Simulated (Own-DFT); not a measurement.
# Misfit strain and the stress it brings: diamond-structure GeSn with randomly placed atoms, 64 atoms (Ge56Sn8)

The numbers are computed, not measured, by runs of the plane-wave DFT program Own-DFT (in-house, retired, unreviewed) at fixed positions, with no spin and no spin-orbit coupling.

All runs used: PBE; PseudoDojo norm-conserving scalar-relativistic files; cutoff 49 hartree; 3 x 3 x 3 k mesh centred on Gamma; Fermi-Dirac smearing of 0.1 eV.

Limits: forces on such cells moved up to 12 meV/angstrom on a denser k mesh; stress not checked against mesh or cutoff.

Unstrained cell vectors in Å: (11.524, 0.000, 0.000); (0.000, 11.524, 0.000); (0.000, 0.000, 11.524). The unstrained cell has measured lattice constants (interpolated for alloys), not those of this functional. That, the random moves and any unrelaxed bonds set the pressure at no strain. Each run strains x and y alike by e, as a substrate would, and holds the height along z. Each atom got a random Gaussian move of width 0.05 Å along each axis. The random placing of the alloy's atoms differs from row to row. Stress is positive in tension.

```
e (%)  u (Å)  (s_xx + s_yy)/2 (GPa)  s_zz (GPa)
-2.50  0.047                  -9.92       -8.34
-1.75  0.049                  -8.52       -7.45
-0.75  0.052                  -6.65       -6.30
-0.25  0.050                  -5.65       -5.33
 0.25  0.057                  -5.15       -5.23
 1.00  0.047                  -3.40       -3.98
 1.25  0.050                      ?           ?
 1.50  0.051                  -2.77       -3.53
 2.00  0.049                  -1.96       -3.03
 2.75  0.052                  -0.96       -2.28
```

## Worked fit

With e as a fraction, the in-plane stress is -5.3 + 174 e - 488 e² GPa (errors 3 and 202, scatter 0.15), and s_zz is -5.3 + 118 e - 275 e² GPa (slope ± 3, scatter 0.16). At e = 0 the first slope is C11 + C12 and the second 2 C12, both with the ions held to the strained lattice and at the cell's own pressure. A free layer would change its height as e changes, and the in-plane slope would drop by 2 C12²/C11 to the biaxial modulus. At fixed height, a misfit of 1 % moves the in-plane stress by about 1.7 GPa and s_zz by 1.2 GPa.

## The run left out

Question: what are the two stresses at e = 1.25 %?

The fit gives -3.2 and -3.8 GPa. The calculation gave -3.34 and -4.07 GPa.
